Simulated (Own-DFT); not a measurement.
## Calculated data, Si₃N₄ (beta silicon nitride, strained, atoms displaced)

A calculation, not a measurement: plane-wave PBE density functional theory by an unreviewed code, no spin, of a simulated periodic cell, stress positive in tension, free energy of the whole cell less one offset for each atom, forces on such cells moved up to 12 meV/angstrom on a denser k mesh; offsets are fitted by least squares, one for each functional and potential file, so energies compare only between cells with the same atoms and settings and are not formation energies; the far tail of each file's local potential was reset to the Coulomb form; each entry is a single point on an unrelaxed cell, so the pressure reflects the starting lattice, mostly measured values (interpolated for alloys), from which strain is counted, and rises with the displacements; printed positions are rounded, which can move forces by about a meV/angstrom; the program, named Own-DFT, is a retired in-house code; no spin-orbit coupling; before rounding, a Quantum ESPRESSO 7.3.1 run of the same cell and cutoff gave forces within 1 meV/angstrom rms on each cell, which checks the program and not the settings. Program: Own-DFT development build.

Settings shared by all entries: functional PBE; potential files PseudoDojo norm-conserving, scalar-relativistic, standard set; wave cutoff 42 hartree; occupations Fermi-Dirac; smearing width 0.1 eV; k mesh 2 x 2 x 4 centred on Gamma.

(1) Si₃N₄ (beta silicon nitride, strained, atoms displaced)

```cif
# cell vector a (Å): 15.4935 -0.1134 0.1635
# cell vector b (Å): -7.8449 13.2564 -0.1324
# cell vector c (Å): 0.0625 -0.0223 5.8891
data_Si3N4
_symmetry_space_group_name_H-M 'P 1'
_symmetry_Int_Tables_number 1
_cell_length_a 15.4948
_cell_length_b 15.4043
_cell_length_c 5.8895
_cell_angle_alpha 90.989
_cell_angle_beta 88.786
_cell_angle_gamma 121.039
_cell_volume 1204.16
loop_
_atom_site_label
_atom_site_type_symbol
_atom_site_fract_x
_atom_site_fract_y
_atom_site_fract_z
_atom_site_occupancy
Si1 Si 0.08492 0.38555 0.12845 1
Si2 Si 0.11538 0.19903 0.12042 1
Si3 Si 0.30006 0.41730 0.12825 1
Si4 Si 0.41334 0.11717 0.36864 1
Si5 Si 0.38562 0.29609 0.37266 1
Si6 Si 0.19922 0.08108 0.38076 1
N1 N 0.16798 0.02065 0.11555 1
N2 N 0.48695 0.14790 0.12207 1
N3 N 0.35534 0.33691 0.12888 1
N4 N 0.33793 0.48153 0.37615 1
N5 N 0.01041 0.34304 0.36984 1
N6 N 0.14693 0.16738 0.37365 1
N7 N 0.16685 0.33863 0.12747 1
N8 N 0.33102 0.16335 0.37481 1
Si7 Si 0.08531 0.38127 0.62341 1
Si8 Si 0.12169 0.20787 0.63555 1
Si9 Si 0.29352 0.41582 0.63805 1
Si10 Si 0.41877 0.12920 0.87389 1
Si11 Si 0.38084 0.29892 0.86856 1
Si12 Si 0.20954 0.09176 0.88779 1
N9 N 0.16381 0.01089 0.63900 1
N10 N 0.48522 0.14352 0.62350 1
N11 N 0.35318 0.33673 0.62392 1
N12 N 0.33027 0.48705 0.87573 1
N13 N 0.01765 0.34757 0.87642 1
N14 N 0.15306 0.17003 0.88361 1
N15 N 0.16708 0.33173 0.64069 1
N16 N 0.33423 0.17056 0.88367 1
Si13 Si 0.09008 0.88662 0.10374 1
Si14 Si 0.12250 0.70325 0.12311 1
Si15 Si 0.30456 0.91511 0.11290 1
Si16 Si 0.40596 0.61232 0.38378 1
Si17 Si 0.38940 0.79756 0.37629 1
Si18 Si 0.20146 0.58790 0.39167 1
N17 N 0.17370 0.51015 0.11758 1
N18 N 0.48847 0.65223 0.12966 1
N19 N 0.34741 0.83304 0.13274 1
N20 N 0.34202 0.98759 0.37869 1
N21 N 0.01792 0.84722 0.37592 1
N22 N 0.15463 0.66869 0.37144 1
N23 N 0.17568 0.84826 0.11777 1
N24 N 0.32910 0.66618 0.37904 1
Si19 Si 0.08412 0.87840 0.62088 1
Si20 Si 0.11220 0.70119 0.61420 1
Si21 Si 0.29884 0.91123 0.61936 1
Si22 Si 0.41843 0.61581 0.87856 1
Si23 Si 0.38735 0.79807 0.88036 1
Si24 Si 0.20175 0.58902 0.87689 1
N25 N 0.15799 0.50758 0.63120 1
N26 N 0.47729 0.64548 0.59806 1
N27 N 0.35134 0.82882 0.62070 1
N28 N 0.33542 0.98394 0.86151 1
N29 N 0.00952 0.84918 0.85301 1
N30 N 0.15107 0.66755 0.87891 1
N31 N 0.17054 0.83946 0.62065 1
N32 N 0.32127 0.66052 0.86980 1
Si25 Si 0.58950 0.38474 0.13533 1
Si26 Si 0.61209 0.20302 0.13423 1
Si27 Si 0.79863 0.40798 0.12765 1
Si28 Si 0.91417 0.11356 0.37798 1
Si29 Si 0.88281 0.29893 0.38239 1
Si30 Si 0.70392 0.08934 0.37869 1
N33 N 0.66358 0.02082 0.12280 1
N34 N 0.97585 0.14822 0.12611 1
N35 N 0.84843 0.33002 0.12864 1
N36 N 0.82977 0.47957 0.36660 1
N37 N 0.51871 0.34688 0.36797 1
N38 N 0.64950 0.16523 0.38943 1
N39 N 0.66246 0.33042 0.12814 1
N40 N 0.83548 0.16602 0.38727 1
Si31 Si 0.58851 0.38766 0.62529 1
Si32 Si 0.61624 0.19310 0.62713 1
Si33 Si 0.80029 0.41694 0.60642 1
Si34 Si 0.90907 0.11443 0.87956 1
Si35 Si 0.88014 0.29186 0.88765 1
Si36 Si 0.70244 0.09117 0.89180 1
N41 N 0.66090 0.01814 0.62078 1
N42 N 0.98527 0.15467 0.62498 1
N43 N 0.84698 0.32980 0.61790 1
N44 N 0.83071 0.48391 0.86763 1
N45 N 0.51407 0.35189 0.88537 1
N46 N 0.64543 0.16498 0.88071 1
N47 N 0.66793 0.33521 0.61995 1
N48 N 0.83035 0.16634 0.86288 1
Si37 Si 0.58901 0.88571 0.11631 1
Si38 Si 0.61811 0.70371 0.12764 1
Si39 Si 0.79680 0.91403 0.12631 1
Si40 Si 0.91344 0.61675 0.36936 1
Si41 Si 0.88544 0.80265 0.38320 1
Si42 Si 0.70585 0.59204 0.37153 1
N49 N 0.66670 0.51374 0.12539 1
N50 N 0.98573 0.65190 0.12522 1
N51 N 0.84672 0.83403 0.11827 1
N52 N 0.83499 0.98599 0.36436 1
N53 N 0.51492 0.85297 0.36567 1
N54 N 0.64687 0.66419 0.37224 1
N55 N 0.66515 0.83092 0.13254 1
N56 N 0.83069 0.66257 0.38826 1
Si43 Si 0.59454 0.89099 0.62584 1
Si44 Si 0.62169 0.70851 0.63165 1
Si45 Si 0.80116 0.91397 0.62110 1
Si46 Si 0.91479 0.61908 0.86922 1
Si47 Si 0.87578 0.79279 0.87269 1
Si48 Si 0.69988 0.59709 0.87353 1
N57 N 0.66980 0.51530 0.61427 1
N58 N 0.98408 0.64638 0.62094 1
N59 N 0.84882 0.83050 0.62926 1
N60 N 0.83717 0.98664 0.88177 1
N61 N 0.51729 0.85323 0.86714 1
N62 N 0.65245 0.66249 0.88366 1
N63 N 0.66517 0.82886 0.62451 1
N64 N 0.83497 0.66386 0.87920 1
```

Results for Si₃N₄ (beta silicon nitride, strained, atoms displaced): free energy of cell above offsets -9.170 eV; pressure -0.15 GPa; stress xx 2.72 GPa; stress yy -2.59 GPa; stress zz 0.34 GPa; stress yz -0.86 GPa; stress xz 4.13 GPa; stress xy -1.96 GPa.

Force:
```tsv
element	x (eV/Å)	y (eV/Å)	z (eV/Å)
Si	1.524	-1.354	-0.832
Si	-3.019	2.916	2.602
Si	-0.594	-2.806	-0.362
Si	0.384	-0.329	1.572
Si	0.375	0.344	-0.1
Si	-0.507	1.336	0.671
N	-0.713	-2.204	2.406
N	-2.132	-0.421	0.128
N	-1.931	0.878	-0.428
N	-0.739	1.027	1.409
N	0.745	1.299	1.108
N	1.727	-1.584	0.771
N	1.086	-2.215	0.251
N	0.078	0.609	0.155
Si	-0.197	-2.141	-0.087
Si	-1.224	-2.183	-1.209
Si	2.048	-1.412	-2.157
Si	0.759	-2.972	-0.605
Si	1.978	1.228	1.368
Si	-1.76	-0.561	-3.082
N	-0.325	1.734	-1.073
N	-0.484	1.089	-0.407
N	-1.46	0.622	-0.138
N	1.333	0.471	1.179
N	-2.434	-0.802	0.291
N	1.77	-1.418	-2.224
N	-1.128	1.915	-0.599
N	0.998	0.321	-0.463
Si	-0.528	-0.263	0.822
Si	-2.853	2.467	0.66
Si	-0.903	1.935	0.968
Si	-1.408	-0.223	-3.976
Si	-2.037	-0.395	-0.385
Si	0.62	-1.843	-2.311
N	-1.899	3.04	1.758
N	-1.204	-0.737	-1.001
N	1.79	-0.585	-0.738
N	-0.129	-1.369	-1.584
N	-1.715	0.18	-2.3
N	-0.57	-0.624	0.324
N	-0.23	-4.045	0.114
N	1.866	-0.377	-0.22
Si	1.287	1.808	-0.309
Si	1.129	2.026	1.694
Si	1.225	0.799	-0.168
Si	-2.726	0.523	-1.099
Si	-1.772	-1.441	-1.169
Si	-1.824	-3.378	0.71
N	-0.02	3.327	-0.757
N	4.249	2.423	6.824
N	-1.316	1.409	1.536
N	0.579	1.828	1.519
N	0.072	-0.369	3.004
N	-0.121	-0.686	-2.505
N	-0.472	-3.563	-0.191
N	6.231	4.18	0.417
Si	0.058	0.208	-2.88
Si	1.5	0.425	0.124
Si	-2.523	0.263	-2.795
Si	-1.295	2.62	0.767
Si	1.923	-2.227	-1.238
Si	0.37	1.215	-0.124
N	0.578	-2.429	1.511
N	2.971	0.822	-0.781
N	-0.56	0.522	0.694
N	1.12	3.408	-0.994
N	-2.28	-0.795	2.781
N	1.8	-1.254	-4.366
N	2.055	0.774	-0.071
N	-0.949	-0.495	-0.708
Si	1.148	-1.899	0.654
Si	-3.933	4.327	2.116
Si	-1.12	-3.167	3.931
Si	0.212	2.393	-1.094
Si	1.546	2.068	-3.087
Si	-1.016	0.747	-3.343
N	0.822	0.152	1.643
N	0.657	-0.842	0.975
N	-1.282	1.632	3.107
N	1.4	0.374	0.836
N	0.396	-0.102	-1.34
N	1.909	-0.957	1.052
N	0.171	-1.289	0.216
N	0.691	-1.417	0.949
Si	-0.591	0	0.862
Si	-1.027	-0.59	1.286
Si	0.057	-1.109	-0.984
Si	-0.882	-0.92	0.148
Si	2.513	-2.485	-2.756
Si	-0.873	-3.038	-0.207
N	-0.635	2.67	-0.595
N	1.119	0.468	-0.7
N	0.078	0.216	1.888
N	0.206	-1.843	2.652
N	2.736	0.852	0.635
N	0.985	0.32	1.022
N	0.076	1.93	-0.697
N	1.234	3.403	-0.524
Si	-1.684	-1.881	-1.621
Si	-1.342	-4.643	-1.838
Si	-0.731	0.039	0.635
Si	0.003	-2.277	1.503
Si	3.407	-0.383	0.91
Si	9.156	-8.718	-0.111
N	-1.333	2.484	1.281
N	-0.115	0.239	-0.819
N	-2.691	1.775	-0.314
N	-0.447	-2.195	-1.682
N	0.806	-0.239	0.846
N	-7.22	5.305	-1.383
N	0.085	4.518	0.368
N	-2.738	1.585	-0.122
```

(2) Si₃N₄ (beta silicon nitride, strained, atoms displaced)

```cif
# cell vector a (Å): 15.2706 -0.0404 -0.2569
# cell vector b (Å): -7.6703 13.0109 0.3829
# cell vector c (Å): -0.0982 0.1124 5.9093
data_Si3N4
_symmetry_space_group_name_H-M 'P 1'
_symmetry_Int_Tables_number 1
_cell_length_a 15.2728
_cell_length_b 15.1084
_cell_length_c 5.9112
_cell_angle_alpha 87.126
_cell_angle_beta 91.918
_cell_angle_gamma 120.685
_cell_volume 1171.49
loop_
_atom_site_label
_atom_site_type_symbol
_atom_site_fract_x
_atom_site_fract_y
_atom_site_fract_z
_atom_site_occupancy
Si1 Si 0.08480 0.38218 0.12332 1
Si2 Si 0.11649 0.20359 0.13356 1
Si3 Si 0.29300 0.41439 0.12700 1
Si4 Si 0.41316 0.11311 0.37536 1
Si5 Si 0.38360 0.29718 0.36713 1
Si6 Si 0.19927 0.08796 0.35949 1
N1 N 0.17808 0.02638 0.12505 1
N2 N 0.48514 0.15014 0.12726 1
N3 N 0.35090 0.33439 0.12809 1
N4 N 0.33640 0.48403 0.37226 1
N5 N 0.01391 0.35274 0.37940 1
N6 N 0.15037 0.16432 0.38143 1
N7 N 0.17070 0.33637 0.12251 1
N8 N 0.34304 0.17054 0.38567 1
Si7 Si 0.09264 0.39357 0.62187 1
Si8 Si 0.12116 0.20785 0.63142 1
Si9 Si 0.29622 0.41791 0.61604 1
Si10 Si 0.41244 0.11858 0.87289 1
Si11 Si 0.38509 0.30102 0.89293 1
Si12 Si 0.20171 0.08996 0.87365 1
N9 N 0.16363 0.01357 0.62969 1
N10 N 0.47956 0.15017 0.60659 1
N11 N 0.34353 0.33258 0.62161 1
N12 N 0.32845 0.47429 0.87166 1
N13 N 0.02298 0.34649 0.87270 1
N14 N 0.14848 0.17241 0.87393 1
N15 N 0.16799 0.33682 0.62100 1
N16 N 0.33328 0.16126 0.88298 1
Si13 Si 0.08753 0.88310 0.12782 1
Si14 Si 0.11033 0.69819 0.13169 1
Si15 Si 0.30049 0.90884 0.12144 1
Si16 Si 0.41077 0.61728 0.38745 1
Si17 Si 0.38504 0.79558 0.38160 1
Si18 Si 0.20427 0.58257 0.38216 1
N17 N 0.16747 0.51519 0.12307 1
N18 N 0.48256 0.64626 0.12135 1
N19 N 0.35231 0.82962 0.11985 1
N20 N 0.33193 0.97870 0.37491 1
N21 N 0.01023 0.84621 0.35339 1
N22 N 0.15031 0.66197 0.38066 1
N23 N 0.16535 0.83588 0.13122 1
N24 N 0.33621 0.66760 0.36076 1
Si19 Si 0.08003 0.88281 0.62143 1
Si20 Si 0.11428 0.70752 0.61421 1
Si21 Si 0.29911 0.91355 0.62240 1
Si22 Si 0.41285 0.61907 0.86351 1
Si23 Si 0.38473 0.79736 0.87672 1
Si24 Si 0.19720 0.59219 0.87901 1
N25 N 0.16795 0.51946 0.62077 1
N26 N 0.48769 0.66017 0.62955 1
N27 N 0.35239 0.83771 0.62594 1
N28 N 0.33828 0.98855 0.88025 1
N29 N 0.01286 0.84810 0.86993 1
N30 N 0.15270 0.66751 0.86881 1
N31 N 0.16816 0.83277 0.63746 1
N32 N 0.33496 0.66496 0.89165 1
Si25 Si 0.58605 0.38402 0.12078 1
Si26 Si 0.62097 0.20423 0.11034 1
Si27 Si 0.80210 0.41660 0.11894 1
Si28 Si 0.91542 0.11315 0.37675 1
Si29 Si 0.88353 0.29962 0.38591 1
Si30 Si 0.70691 0.09267 0.37699 1
N33 N 0.66844 0.01020 0.14235 1
N34 N 0.98882 0.14903 0.13333 1
N35 N 0.84733 0.33480 0.11852 1
N36 N 0.82957 0.48259 0.37486 1
N37 N 0.52049 0.35128 0.37555 1
N38 N 0.65230 0.17335 0.36089 1
N39 N 0.66280 0.33025 0.12966 1
N40 N 0.83131 0.16399 0.38375 1
Si31 Si 0.58297 0.39043 0.63892 1
Si32 Si 0.60770 0.19423 0.63357 1
Si33 Si 0.79844 0.41648 0.61925 1
Si34 Si 0.91318 0.11529 0.86839 1
Si35 Si 0.87922 0.29565 0.86973 1
Si36 Si 0.69847 0.08257 0.87806 1
N41 N 0.66678 0.01399 0.61311 1
N42 N 0.98999 0.15832 0.63087 1
N43 N 0.84747 0.33210 0.61861 1
N44 N 0.83118 0.48857 0.87798 1
N45 N 0.52420 0.35373 0.88368 1
N46 N 0.65106 0.16450 0.86814 1
N47 N 0.66059 0.32555 0.63254 1
N48 N 0.83410 0.16502 0.87049 1
Si37 Si 0.58620 0.88659 0.11597 1
Si38 Si 0.60616 0.69451 0.11079 1
Si39 Si 0.80031 0.90974 0.11430 1
Si40 Si 0.91312 0.61420 0.35084 1
Si41 Si 0.88474 0.80226 0.36937 1
Si42 Si 0.69921 0.58616 0.36689 1
N49 N 0.67047 0.52295 0.13367 1
N50 N 0.98744 0.65764 0.13383 1
N51 N 0.85787 0.84119 0.11538 1
N52 N 0.83222 0.98165 0.37443 1
N53 N 0.51875 0.85354 0.37887 1
N54 N 0.65442 0.66824 0.37965 1
N55 N 0.66271 0.83557 0.12821 1
N56 N 0.83429 0.66659 0.37130 1
Si43 Si 0.59116 0.88889 0.64764 1
Si44 Si 0.61664 0.70064 0.61622 1
Si45 Si 0.80861 0.91873 0.61978 1
Si46 Si 0.91902 0.62132 0.87701 1
Si47 Si 0.88326 0.79877 0.88176 1
Si48 Si 0.70063 0.58653 0.87831 1
N57 N 0.66638 0.51253 0.62174 1
N58 N 0.98781 0.65504 0.62621 1
N59 N 0.84972 0.83679 0.62439 1
N60 N 0.83702 0.98549 0.87921 1
N61 N 0.50660 0.84761 0.87706 1
N62 N 0.64664 0.66655 0.88449 1
N63 N 0.66771 0.83538 0.63141 1
N64 N 0.83839 0.67258 0.88123 1
```

Results for Si₃N₄ (beta silicon nitride, strained, atoms displaced): free energy of cell above offsets -6.530 eV; pressure 6.37 GPa; stress xx -6.1 GPa; stress yy -10.82 GPa; stress zz -2.18 GPa; stress yz 6.8 GPa; stress xz -4.16 GPa; stress xy 0.1 GPa.

Force:
```tsv
element	x (eV/Å)	y (eV/Å)	z (eV/Å)
Si	0.879	0.188	0.985
Si	0.249	0.757	-1.252
Si	2.792	0.262	-0.181
Si	-0.872	-0.664	-3.28
Si	1.959	0.35	3.86
Si	3.396	1.177	4.122
N	-1.564	-4.538	-0.44
N	0.759	-0.046	-1.541
N	-1.9	1.328	-0.877
N	-0.23	1.907	-1.029
N	0.561	0.566	-0.652
N	-1.023	0.827	0.445
N	-2.725	-2.031	0.892
N	-3.562	-1.893	-0.669
Si	0.079	-4.044	0.567
Si	-1.538	0.495	-2.679
Si	1.259	-2.877	2.029
Si	2.119	-0.33	0.221
Si	0.544	-1.576	-3.34
Si	0.282	0.703	-1.688
N	-0.613	0.971	-0.944
N	2.25	0.083	4.649
N	1.748	-0.024	0.361
N	0.503	4.564	-1.012
N	-3.439	-0.213	-0.595
N	2.995	-2.17	3.11
N	-1.002	0.75	-0.7
N	-2.732	3.831	-0.201
Si	-0.198	1.892	-2.004
Si	3.603	2.52	-0.952
Si	-0.909	0.829	0.612
Si	2.174	0.256	-2.567
Si	1.173	2.174	-0.014
Si	-0.399	2.785	-4.047
N	-0.621	0.04	1.177
N	-1.856	-1.145	0.678
N	-1.898	0.999	0.834
N	0.357	1.266	-1.893
N	1.38	1.486	2.821
N	-0.917	0.314	-0.458
N	2.049	-1.834	-0.207
N	-1.737	-1.236	1.301
Si	2.24	-0.15	-0.136
Si	2.397	-1.485	0.556
Si	-0.633	0.18	2.137
Si	0.352	-2.287	2.256
Si	-2.288	-1.655	-0.136
Si	5.093	-2.126	-0.321
N	0.009	0.384	3.699
N	-0.014	-1.488	-1.235
N	0.51	-1.139	-0.576
N	0.266	-2.527	-1.584
N	0.518	0.745	1.092
N	-4.172	1.808	1.346
N	-1.94	1.986	-0.586
N	-2.507	-0.005	-1.284
Si	2.806	0.856	4.441
Si	-2.982	-0.173	0.677
Si	-3.133	-2.458	1.366
Si	-0.89	1.346	0.278
Si	0.886	-1.625	-2.197
Si	-2.394	-1.357	-1.151
N	-0.56	3.962	-2.058
N	-1.868	-0.731	-0.888
N	1.598	-0.35	0.023
N	1.171	1.609	-2.485
N	-2.249	0.386	0.289
N	2.394	-2.475	3.174
N	1.611	3.131	-0.726
N	2.584	2.24	-0.441
Si	3.426	-4.319	-3.603
Si	-0.518	2.398	-4.367
Si	-2.374	-3.341	2.459
Si	0.825	1.656	1.334
Si	2.524	-0.012	1.313
Si	1.938	-0.106	-0.199
N	-0.562	2.648	3.497
N	-0.612	-1.591	-1.254
N	-0.98	1.723	0.904
N	1.16	0.879	-1.957
N	-5.248	-1.625	-0.892
N	0.862	-1.301	1.572
N	0.289	2.914	0.338
N	-1.215	-0.059	0.487
Si	-0.64	-2.52	3.201
Si	0.649	3.859	3.085
Si	-4.101	0.282	2.193
Si	-2.973	0.554	5.617
Si	-0.16	-2.709	1.414
Si	2.05	1.629	2.508
N	-0.452	-3.457	-2.097
N	0.049	-1.096	-3.11
N	-0.647	-0.246	0.61
N	1.083	1.303	-2.492
N	-0.994	-0.547	0.478
N	-1.311	-0.205	-1.115
N	2.899	-2.003	-0.904
N	-0.605	0.412	0.057
Si	-0.335	-3.584	-3.467
Si	-0.811	2.91	1.037
Si	-4.493	-1.548	2.288
Si	-1.909	0.189	-1.517
Si	0.986	0.261	-1.664
Si	1.247	1.51	-1.076
N	-0.22	4.06	1.568
N	-1.463	-1.448	-1.186
N	2.374	-1.111	-0.755
N	0.499	0.05	-2.365
N	4.665	2.721	-0.021
N	2.304	-1.778	-2.698
N	1.543	-0.083	0.139
N	-0.928	-2.574	-0.325
```
